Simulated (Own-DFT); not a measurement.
# Which defects push the lattice out? zincblende GaAs

Source: density functional calculations with Own-DFT, an unreviewed in-house program that is no longer used. Nothing was measured or relaxed, and spin and spin-orbit coupling are left out.

Method: PBE; PseudoDojo norm-conserving scalar-relativistic files; cutoff 42 hartree; 3 x 3 x 3 k mesh centred on Gamma; Fermi-Dirac smearing of 0.1 eV.

Keep in mind (not all hold for every row): not probed for a lower state with spin; forces not confirmed at this smearing and k mesh; stress not checked against mesh or cutoff.

All runs share one cell, with vectors in Å (11.737, 0.000, 0.000); (0.000, 11.737, 0.000); (0.000, 0.000, 10.833) and a volume of 1492.4 Å³, strained against the parent crystal. Atoms were moved at random from their sites; u is the rms move along one axis. The defect's site can differ from row to row.

```
                             cell     formula   u (Å)  P (GPa)
                        no defect    As32Ga32  0.0293     1.27
                        no defect    As32Ga32  0.0471     1.52
                        no defect    As32Ga32  0.0520     1.60
one As vacancy and one Ga vacancy    As31Ga31  0.0305     0.95
one As vacancy and one Ga vacancy    As31Ga31  0.0506     1.22
one As vacancy and one Ga vacancy    As31Ga31  0.0507     1.14
              one Al on a Ga site  AlAs32Ga31  0.0297     1.22
              one Al on a Ga site  AlAs32Ga31  0.0301     1.25
              one Al on a Ga site  AlAs32Ga31  0.0436     1.42
              one Al on a Ga site  AlAs32Ga31  0.0487        ?
```

## Worked fit

P = P0 + c u² + a shift for each defect gives P0 = 1.14 GPa, c = 165 ± 16 GPa/Å² and a scatter of 0.03 GPa. The shifts, and each times the cell's volume:

- one Al on a Ga site: -0.05 ± 0.03 GPa, -0.5 eV (not resolved)
- one As vacancy and one Ga vacancy: -0.38 ± 0.03 GPa, -3.5 eV

A positive shift means that the defect pushes the cell outwards. Shift times volume (160.2 GPa Å³ is 1 eV) depends little on the cell's size, so, taken for each site, it can be compared between cells at like pressure. The atoms around the defects weren't relaxed, which would change these numbers.

## Withheld run

Q: what pressure belongs in the blank (one Al on a Ga site, u = 0.0487 Å)?

The fit gives 1.49 ± 0.04 GPa. DFT gave 1.51 GPa.
